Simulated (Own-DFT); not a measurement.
## Calculated data, Si3N4 (beta silicon nitride, strained, atoms displaced)

All values are calculated (Own-DFT development build). A calculation, not a measurement: plane-wave PBE density functional theory by an unreviewed code, no spin, of a simulated periodic cell, stress positive in tension, free energy of the whole cell less one offset for each atom, forces on such cells moved up to 12 meV/angstrom on a denser k mesh; offsets are fitted by least squares, one for each functional and potential file, so energies compare only between cells with the same atoms and settings and are not formation energies; the far tail of each file's local potential was reset to the Coulomb form; each entry is a single point on an unrelaxed cell, so the pressure reflects the starting lattice, mostly measured values (interpolated for alloys), from which strain is counted, and rises with the displacements; printed positions are rounded, which can move forces by about a meV/angstrom; the program, named Own-DFT, is a retired in-house code; no spin-orbit coupling; before rounding, a Quantum ESPRESSO 7.3.1 run of the same cell and cutoff gave forces within 1 meV/angstrom rms on each cell, which checks the program and not the settings.

Common to all runs: functional PBE; potential files PseudoDojo norm-conserving, scalar-relativistic, standard set; wave cutoff 42 hartree; occupations Fermi-Dirac; smearing width 0.1 eV; k mesh 2 x 2 x 4 centred on Gamma.

```yaml
- entry: 1
  formula: Si3N4
  kind: "beta silicon nitride, strained, atoms displaced"
  structure:
    cell_angstrom:
      - [15.1286, 0.2015, 0.133]
      - [-7.3898, 12.893, -0.2082]
      - [0.0509, -0.0626, 5.7844]
    atoms_fractional:
      - [Si, 0.08677, 0.38702, 0.14196]
      - [Si, 0.11812, 0.20525, 0.12034]
      - [Si, 0.29354, 0.4038, 0.12145]
      - [Si, 0.40981, 0.11324, 0.36377]
      - [Si, 0.38785, 0.29928, 0.36312]
      - [Si, 0.19831, 0.0763, 0.37593]
      - ["N", 0.16759, 0.01928, 0.13075]
      - ["N", 0.48536, 0.15625, 0.122]
      - ["N", 0.35341, 0.33492, 0.10963]
      - ["N", 0.33628, 0.49018, 0.38456]
      - ["N", 0.01477, 0.35118, 0.3913]
      - ["N", 0.15337, 0.17135, 0.35981]
      - ["N", 0.16378, 0.32685, 0.13436]
      - ["N", 0.33333, 0.1708, 0.36582]
      - [Si, 0.08534, 0.38726, 0.61852]
      - [Si, 0.11449, 0.20245, 0.61768]
      - [Si, 0.29282, 0.40625, 0.61302]
      - [Si, 0.41831, 0.11446, 0.88754]
      - [Si, 0.38659, 0.29959, 0.85879]
      - [Si, 0.20467, 0.09227, 0.87091]
      - ["N", 0.16294, 0.01154, 0.62382]
      - ["N", 0.49022, 0.15451, 0.62822]
      - ["N", 0.34736, 0.33379, 0.60682]
      - ["N", 0.33, 0.48754, 0.86749]
      - ["N", 0.01644, 0.35151, 0.87509]
      - ["N", 0.15698, 0.17551, 0.88072]
      - ["N", 0.16069, 0.32937, 0.61526]
      - ["N", 0.32665, 0.1694, 0.86754]
      - [Si, 0.0855, 0.88606, 0.11267]
      - [Si, 0.11705, 0.70083, 0.1381]
      - [Si, 0.30069, 0.90895, 0.12742]
      - [Si, 0.41199, 0.61422, 0.36341]
      - [Si, 0.37851, 0.79837, 0.37067]
      - [Si, 0.19677, 0.58381, 0.39067]
      - ["N", 0.16642, 0.5153, 0.11881]
      - ["N", 0.48546, 0.65301, 0.12983]
      - ["N", 0.35468, 0.83476, 0.12543]
      - ["N", 0.33157, 0.98636, 0.37685]
      - ["N", 0.02207, 0.85213, 0.37227]
      - ["N", 0.14564, 0.66089, 0.38011]
      - ["N", 0.17068, 0.83789, 0.12809]
      - ["N", 0.33392, 0.66706, 0.36162]
      - [Si, 0.08409, 0.88113, 0.63627]
      - [Si, 0.1114, 0.69801, 0.61277]
      - [Si, 0.29506, 0.91053, 0.62351]
      - [Si, 0.41575, 0.62204, 0.86581]
      - [Si, 0.38199, 0.79076, 0.89239]
      - [Si, 0.20264, 0.59163, 0.87346]
      - ["N", 0.16924, 0.52129, 0.63314]
      - ["N", 0.48265, 0.65228, 0.63075]
      - ["N", 0.35116, 0.83251, 0.62406]
      - ["N", 0.33988, 0.98029, 0.86906]
      - ["N", 0.01645, 0.85506, 0.87821]
      - ["N", 0.14812, 0.66539, 0.87505]
      - ["N", 0.17062, 0.83701, 0.63116]
      - ["N", 0.33391, 0.66163, 0.88523]
      - [Si, 0.58577, 0.38953, 0.11059]
      - [Si, 0.61295, 0.19476, 0.1191]
      - [Si, 0.79611, 0.41216, 0.11393]
      - [Si, 0.91427, 0.11703, 0.39291]
      - [Si, 0.87918, 0.28992, 0.3761]
      - [Si, 0.70358, 0.09142, 0.3723]
      - ["N", 0.6666, 0.01861, 0.13898]
      - ["N", 0.98229, 0.14816, 0.13282]
      - ["N", 0.84839, 0.32423, 0.12293]
      - ["N", 0.83989, 0.48597, 0.3805]
      - ["N", 0.5106, 0.34692, 0.35608]
      - ["N", 0.6434, 0.15878, 0.36114]
      - ["N", 0.66357, 0.33263, 0.11438]
      - ["N", 0.83152, 0.16804, 0.37138]
      - [Si, 0.59328, 0.39123, 0.61207]
      - [Si, 0.61555, 0.20685, 0.64254]
      - [Si, 0.80223, 0.4128, 0.61705]
      - [Si, 0.91848, 0.1228, 0.85428]
      - [Si, 0.88448, 0.29809, 0.87282]
      - [Si, 0.69454, 0.07851, 0.87877]
      - ["N", 0.66982, 0.01815, 0.61742]
      - ["N", 0.98352, 0.14966, 0.62898]
      - ["N", 0.8514, 0.32956, 0.62592]
      - ["N", 0.83197, 0.48261, 0.86035]
      - ["N", 0.51428, 0.35222, 0.87316]
      - ["N", 0.65151, 0.16252, 0.88891]
      - ["N", 0.66564, 0.33608, 0.63038]
      - ["N", 0.83436, 0.17205, 0.86848]
      - [Si, 0.58209, 0.87909, 0.13212]
      - [Si, 0.62031, 0.70424, 0.1233]
      - [Si, 0.80113, 0.91651, 0.11549]
      - [Si, 0.91572, 0.6146, 0.38876]
      - [Si, 0.88039, 0.79687, 0.37159]
      - [Si, 0.70594, 0.58515, 0.3805]
      - ["N", 0.66954, 0.51947, 0.12211]
      - ["N", 0.98401, 0.65229, 0.1191]
      - ["N", 0.85162, 0.83319, 0.12492]
      - ["N", 0.82945, 0.98185, 0.38167]
      - ["N", 0.51191, 0.85095, 0.3768]
      - ["N", 0.65157, 0.66619, 0.38644]
      - ["N", 0.66792, 0.83037, 0.13477]
      - ["N", 0.83048, 0.66254, 0.3868]
      - [Si, 0.58406, 0.87664, 0.61769]
      - [Si, 0.62119, 0.70838, 0.62066]
      - [Si, 0.79451, 0.91425, 0.61788]
      - [Si, 0.9119, 0.61156, 0.87961]
      - [Si, 0.88176, 0.79714, 0.88279]
      - [Si, 0.70023, 0.59118, 0.87393]
      - ["N", 0.66932, 0.51586, 0.61959]
      - ["N", 0.98678, 0.64372, 0.62864]
      - ["N", 0.85262, 0.83663, 0.62189]
      - ["N", 0.83302, 0.98721, 0.86442]
      - ["N", 0.51778, 0.84909, 0.8813]
      - ["N", 0.65921, 0.66962, 0.89144]
      - ["N", 0.67183, 0.84144, 0.63138]
      - ["N", 0.84047, 0.67197, 0.86767]
  results:
    "free_energy_of_cell_above_offsets [eV]": "-5.117"
    "pressure [GPa]": 15.35
    "stress_xx [GPa]": -12.43
    "stress_yy [GPa]": -16.22
    "stress_zz [GPa]": -17.4
    "stress_yz [GPa]": -3.96
    "stress_xz [GPa]": 4.6
    "stress_xy [GPa]": 5.68
    force_element: [Si, Si, Si, Si, Si, Si, "N", "N", "N", "N", "N", "N", "N", "N", Si, Si, Si, Si, Si, Si, "N", "N", "N", "N", "N", "N", "N", "N", Si, Si, Si, Si, Si, Si, "N", "N", "N", "N", "N", "N", "N", "N", Si, Si, Si, Si, Si, Si, "N", "N", "N", "N", "N", "N", "N", "N", Si, Si, Si, Si, Si, Si, "N", "N", "N", "N", "N", "N", "N", "N", Si, Si, Si, Si, Si, Si, "N", "N", "N", "N", "N", "N", "N", "N", Si, Si, Si, Si, Si, Si, "N", "N", "N", "N", "N", "N", "N", "N", Si, Si, Si, Si, Si, Si, "N", "N", "N", "N", "N", "N", "N", "N"]
    "force_x [eV/angstrom]": [0.645, -2.49, -1.473, -0.089, -2.233, 0.045, -0.346, 1.092, -0.236, -0.225, -2.157, 1.58, -1.391, 0.579, 1.885, 1.301, -2.099, -3.548, -0.724, -0.603, -0.255, -2.367, 1.667, 0.802, -0.255, -0.107, 0.312, 4.963, 2.446, -2.359, -3.014, -0.397, 4.006, 4.226, -0.764, 2.224, -1.936, 0.868, -2.968, 0.599, 0.381, -2.212, 1.05, 0.233, 1.057, 1.575, 2.071, 2.236, -0.621, 3.566, -1.166, -0.016, -2.173, -0.486, -1.5, -3.999, 1.262, -2.156, -0.046, -1.723, 1.249, 1.169, 0.0, 0.787, -3.499, -0.184, 3.406, -1.31, 1.003, 1.897, -2.924, 1.657, -1.309, -4.207, 2.476, 3.721, -0.819, 3.87, -2.793, 0.545, 0.513, -0.937, 2.938, 0.474, 2.092, -2.652, -1.657, -1.231, 3.502, -1.063, -0.237, 1.347, -2.114, 0.824, -0.462, 1.241, -0.288, 1.717, -1.744, -2.33, 2.093, -0.265, 2.024, 6.257, -0.49, -1.171, -1.143, 0.653, -1.655, -3.589, -0.448, -1.47]
    "force_y [eV/angstrom]": [-1.443, -3.399, 4.047, 2.816, -0.954, 5.808, -2.718, -0.541, 0.464, -4.414, -0.564, -2.494, 5.417, -3.274, 0.258, -0.352, 3.127, -0.227, -0.467, -1.502, 0.827, -1.712, -0.486, -2.089, 0.35, -1.537, 2.381, -0.622, 0.932, 1.899, 2.054, 1.379, -2.337, 0.925, 0.781, 0.615, 0.934, -1.567, -1.59, -0.017, -1.944, -0.213, 0.776, 3.439, 0.591, -4.064, 0.649, -1.07, -2.99, 1.955, 0.247, 1.635, -1.296, 0.67, -3.205, 2.233, -1.405, 3.516, -1.673, -1.198, 3.231, -0.649, -3.881, 0.199, 3.379, -1.309, 2.722, 1.8, 0.198, -3.404, -3.748, -1.196, -2.252, -1.874, -0.31, 1.608, -2.331, 1.432, 2.005, 0.639, 0.947, 0.443, 0.497, -3.9, 1.962, -1.096, 0.15, 1.113, -0.689, 1.265, -0.441, -0.293, 1.542, 2.235, -0.499, -0.879, 2.593, 1.738, 3.183, -0.283, 0.4, 1.232, 0.821, -2.288, 1.448, -0.113, 0.357, 0.413, -0.652, 2.291, -4.016, -3.102]
    "force_z [eV/angstrom]": [-2.763, 1.643, -0.672, 2.587, -0.899, 1.665, -4.904, 1.659, 1.376, -1.838, -3.116, 2.837, -0.153, 0.365, 4.076, 0.165, 1.645, -4.314, -0.745, 0.868, 1.378, -0.094, 1.296, 0.782, 0.763, -3.891, 0.254, -0.047, 3.07, -2.845, -1.2, 2.087, 1.953, -3.837, 1.832, -2.195, 0.876, -0.267, 0.355, -1.923, 0.02, 0.728, -2.81, 4.92, -0.124, 3.069, -5.006, 2.44, -0.93, -3.017, 2.093, 2.316, -0.594, -0.202, -0.237, -0.315, 1.173, 2.894, 1.15, -4.391, -1.027, 2.093, -3.066, -1.173, 1.628, -2.095, 1.673, 3.355, 0.36, 0.464, 0.23, -2.186, -0.337, 8.029, -0.222, -0.284, 0.355, -2.949, -0.274, 2.576, -2.909, -4.181, -0.578, -0.242, -0.001, 3.363, 0.673, -2.456, 0.899, -1.251, -0.455, 2.446, 1.104, -2.244, 0.044, -2.464, -0.427, -0.51, 0.986, 2.83, 1.317, -0.611, -3.584, -0.007, 1.371, 0.533, 1.586, 1.341, -1.082, -3.966, 0.002, 0.32]
- entry: 2
  formula: Si3N4
  kind: "beta silicon nitride, strained, atoms displaced"
  structure:
    cell_angstrom:
      - [15.1538, 0.1767, 0.0729]
      - [-7.4239, 13.3032, 0.0506]
      - [0.0279, 0.0384, 5.8514]
    atoms_fractional:
      - [Si, 0.08752, 0.38245, 0.13381]
      - [Si, 0.11294, 0.20494, 0.11778]
      - [Si, 0.30121, 0.41589, 0.1257]
      - [Si, 0.41575, 0.11013, 0.38588]
      - [Si, 0.38418, 0.29442, 0.37411]
      - [Si, 0.20233, 0.08833, 0.36492]
      - ["N", 0.1617, 0.00971, 0.13031]
      - ["N", 0.4797, 0.15127, 0.11532]
      - ["N", 0.34478, 0.32332, 0.1225]
      - ["N", 0.33186, 0.48552, 0.3888]
      - ["N", 0.0118, 0.34764, 0.38164]
      - ["N", 0.15428, 0.1695, 0.37225]
      - ["N", 0.17214, 0.33838, 0.12264]
      - ["N", 0.334, 0.17301, 0.37141]
      - [Si, 0.08336, 0.3796, 0.6438]
      - [Si, 0.11691, 0.20009, 0.61063]
      - [Si, 0.29973, 0.4141, 0.61454]
      - [Si, 0.40797, 0.11014, 0.86593]
      - [Si, 0.38779, 0.30122, 0.86707]
      - [Si, 0.20759, 0.08308, 0.89082]
      - ["N", 0.16492, 0.01379, 0.61494]
      - ["N", 0.47789, 0.14955, 0.61231]
      - ["N", 0.35502, 0.33348, 0.6126]
      - ["N", 0.33042, 0.4735, 0.87824]
      - ["N", 0.02266, 0.35704, 0.87717]
      - ["N", 0.14597, 0.16439, 0.8732]
      - ["N", 0.16863, 0.33543, 0.62712]
      - ["N", 0.34196, 0.17376, 0.87871]
      - [Si, 0.09089, 0.88367, 0.1368]
      - [Si, 0.11056, 0.69488, 0.12492]
      - [Si, 0.30044, 0.91508, 0.13926]
      - [Si, 0.41417, 0.61796, 0.38133]
      - [Si, 0.38133, 0.80086, 0.37425]
      - [Si, 0.20148, 0.5873, 0.38341]
      - ["N", 0.16363, 0.52092, 0.12681]
      - ["N", 0.48599, 0.64702, 0.12632]
      - ["N", 0.3448, 0.82645, 0.12468]
      - ["N", 0.33198, 0.98787, 0.39073]
      - ["N", 0.01246, 0.85249, 0.37812]
      - ["N", 0.15065, 0.66524, 0.36457]
      - ["N", 0.16611, 0.83157, 0.137]
      - ["N", 0.33266, 0.66212, 0.37344]
      - [Si, 0.0857, 0.88171, 0.62097]
      - [Si, 0.1168, 0.69521, 0.6125]
      - [Si, 0.3018, 0.91659, 0.6284]
      - [Si, 0.41237, 0.61141, 0.877]
      - [Si, 0.38944, 0.80268, 0.87071]
      - [Si, 0.19732, 0.5867, 0.86706]
      - ["N", 0.16765, 0.51642, 0.63507]
      - ["N", 0.48308, 0.64642, 0.6272]
      - ["N", 0.34748, 0.83323, 0.61175]
      - ["N", 0.33863, 0.98036, 0.88887]
      - ["N", 0.01449, 0.84873, 0.87656]
      - ["N", 0.15061, 0.66363, 0.86833]
      - ["N", 0.1636, 0.83869, 0.60873]
      - ["N", 0.33406, 0.66624, 0.86722]
      - [Si, 0.58675, 0.38433, 0.13453]
      - [Si, 0.61299, 0.20098, 0.12196]
      - [Si, 0.79977, 0.41584, 0.14136]
      - [Si, 0.912, 0.11024, 0.37246]
      - [Si, 0.88424, 0.29589, 0.37563]
      - [Si, 0.70395, 0.0836, 0.38291]
      - ["N", 0.66587, 0.01731, 0.12328]
      - ["N", 0.98586, 0.15297, 0.12412]
      - ["N", 0.85062, 0.3335, 0.11613]
      - ["N", 0.82987, 0.47893, 0.38399]
      - ["N", 0.52413, 0.35299, 0.38169]
      - ["N", 0.65162, 0.16478, 0.35893]
      - ["N", 0.66747, 0.33569, 0.11759]
      - ["N", 0.83424, 0.16926, 0.39305]
      - [Si, 0.58697, 0.38253, 0.624]
      - [Si, 0.61886, 0.20956, 0.6248]
      - [Si, 0.79724, 0.41272, 0.6246]
      - [Si, 0.91294, 0.11394, 0.88702]
      - [Si, 0.88341, 0.29861, 0.87123]
      - [Si, 0.69782, 0.07784, 0.87283]
      - ["N", 0.66729, 0.0224, 0.61445]
      - ["N", 0.97629, 0.14405, 0.63344]
      - ["N", 0.85642, 0.33927, 0.61987]
      - ["N", 0.8396, 0.48573, 0.87415]
      - ["N", 0.51969, 0.34931, 0.87393]
      - ["N", 0.65524, 0.16869, 0.8761]
      - ["N", 0.66878, 0.33068, 0.61416]
      - ["N", 0.83172, 0.15977, 0.87242]
      - [Si, 0.58019, 0.87633, 0.12752]
      - [Si, 0.61367, 0.70114, 0.11821]
      - [Si, 0.80216, 0.91827, 0.13673]
      - [Si, 0.91593, 0.6217, 0.37394]
      - [Si, 0.88528, 0.79534, 0.391]
      - [Si, 0.70227, 0.58926, 0.37657]
      - ["N", 0.66545, 0.5096, 0.10117]
      - ["N", 0.98784, 0.65141, 0.11198]
      - ["N", 0.8541, 0.83028, 0.11767]
      - ["N", 0.83, 0.98043, 0.38469]
      - ["N", 0.51315, 0.84155, 0.36626]
      - ["N", 0.6473, 0.67023, 0.38193]
      - ["N", 0.66743, 0.83927, 0.12573]
      - ["N", 0.83041, 0.67179, 0.37522]
      - [Si, 0.59263, 0.88446, 0.62919]
      - [Si, 0.61794, 0.70569, 0.63232]
      - [Si, 0.80184, 0.91458, 0.64152]
      - [Si, 0.91109, 0.62094, 0.87961]
      - [Si, 0.8891, 0.8013, 0.8882]
      - [Si, 0.70395, 0.59128, 0.89144]
      - ["N", 0.66243, 0.51308, 0.62232]
      - ["N", 0.9867, 0.65522, 0.62472]
      - ["N", 0.84856, 0.83346, 0.63246]
      - ["N", 0.8302, 0.98374, 0.86916]
      - ["N", 0.51741, 0.84956, 0.88203]
      - ["N", 0.64956, 0.66936, 0.88418]
      - ["N", 0.66617, 0.83035, 0.6265]
      - ["N", 0.83509, 0.66165, 0.87607]
  results:
    "free_energy_of_cell_above_offsets [eV]": "-7.010"
    "pressure [GPa]": 4.08
    "stress_xx [GPa]": -6.21
    "stress_yy [GPa]": 1.85
    "stress_zz [GPa]": -7.88
    "stress_yz [GPa]": 2.28
    "stress_xz [GPa]": 2.51
    "stress_xy [GPa]": 4.92
    force_element: [Si, Si, Si, Si, Si, Si, "N", "N", "N", "N", "N", "N", "N", "N", Si, Si, Si, Si, Si, Si, "N", "N", "N", "N", "N", "N", "N", "N", Si, Si, Si, Si, Si, Si, "N", "N", "N", "N", "N", "N", "N", "N", Si, Si, Si, Si, Si, Si, "N", "N", "N", "N", "N", "N", "N", "N", Si, Si, Si, Si, Si, Si, "N", "N", "N", "N", "N", "N", "N", "N", Si, Si, Si, Si, Si, Si, "N", "N", "N", "N", "N", "N", "N", "N", Si, Si, Si, Si, Si, Si, "N", "N", "N", "N", "N", "N", "N", "N", Si, Si, Si, Si, Si, Si, "N", "N", "N", "N", "N", "N", "N", "N"]
    "force_x [eV/angstrom]": [-0.284, 2.387, 0.073, -3.754, 1.684, 1.795, 0.516, 1.625, -1.03, 0.9, 1.753, -0.915, -0.719, 1.389, 2.415, -2.312, -0.448, 1.059, 1.183, -1.472, 0.034, 4.195, -2.075, 0.802, -3.845, 1.73, 0.418, -2.413, -2.092, 1.318, -1.463, 0.352, 3.844, 2.533, -0.068, -0.923, -1.111, 0.905, 0.663, 0.192, 1.986, -2.225, -2.312, -2.918, -3.291, -1.236, -0.209, 4.209, -0.846, 1.547, -0.32, -0.252, 1.541, -2.548, 6.079, -0.566, 1.131, -0.223, -0.793, -1.644, -0.387, -0.204, -0.284, -0.477, -0.315, 0.469, -3.735, -0.808, 1.159, 0.642, 1.362, 1.086, 0.154, -1.079, 1.545, 0.652, -0.412, 3.396, -0.713, -0.16, -1.56, -0.869, -0.829, -1.504, 1.981, -1.039, -1.092, -0.528, -1.175, -0.716, -0.553, -2.086, -3.947, 0.816, -1.555, 2.022, 2.489, 1.891, -1.798, -1.566, -1.59, 5.53, 1.26, 0.805, 0.116, 0.099, 0.868, 0.886, -1.041, 2.219, 1.178, -6.56]
    "force_y [eV/angstrom]": [2.355, 1.598, -2.575, 2.42, 1.347, 0.551, 1.564, -0.784, 2.742, 1.688, 0.844, -0.549, -1.706, -5.175, 2.196, 1.385, -2.871, 1.914, -0.492, 2.281, 0.727, 1.449, 1.679, 4.348, -2.416, -1.126, -1.669, -3.39, -1.324, 3.306, -2.264, -1.157, -4.064, -1.34, -1.914, -0.63, 2.112, -1.087, -0.061, -0.289, -0.608, 2.521, 2.143, 3.579, -2.247, -0.648, -3.572, -0.395, -1.652, 0.68, 1.07, 0.912, 0.875, 1.887, -2.772, 0.694, -0.546, 1.419, -1.951, 1.838, -0.248, 4.333, -2.976, -1.117, 0.571, 4.793, -1.645, 0.106, -1.007, -2.334, 1.561, -3.89, -0.447, -0.227, -1.852, 4.308, -6.301, 1.002, -0.157, 0.469, -0.214, -0.582, 2.572, 1.889, 3.651, 3.031, -3.523, -1.673, 1.744, -1.375, 2.077, -0.979, 2.656, 1.635, 0.47, -1.312, -2.018, -2.76, 0.476, -1.278, -2.219, -4.256, -2.578, -0.967, 1.852, -0.531, -0.348, 1.224, 0.375, -1.121, 2.281, 4.01]
    "force_z [eV/angstrom]": [0.171, 0.16, 2.287, -5.502, -1.478, 2.098, -0.002, 0.996, 0.196, -3.868, 0.23, -2.35, 0.499, 0.168, -5.045, 3.175, 2.971, 1.441, 0.678, -3.695, 1.664, 4.132, 1.606, -1.95, 3.782, -0.001, -0.534, -0.31, -1.484, -1.952, 0.275, -0.392, -1.281, -1.435, 0.505, -0.282, -0.638, -2.05, -0.007, 0.886, -0.551, 0.193, 1.036, 1.75, 1.18, 0.094, -0.187, 2.442, -1.936, 0.581, 3.112, -1.549, 0.635, 0.0, 0.814, 0.237, -2.657, -0.605, -3.923, 2.225, -1.008, -5.557, 1.491, 1.069, 2.055, -1.025, -0.774, 2.658, 0.426, -1.085, 1.293, -0.821, 2.8, -1.895, -0.134, 0.665, 3.788, -2.082, 0.601, 0.709, 0.815, -1.497, 0.467, 0.635, 0.023, 3.527, -2.212, 0.466, -1.876, -0.095, 4.498, 2.175, 5.158, -0.269, 3.449, -1.544, -0.069, -0.031, -1.417, -0.531, -2.031, -1.808, -3.805, -4.172, 0.568, -0.806, 0.681, 3.651, -2.376, -1.977, 0.397, 0.275]
```
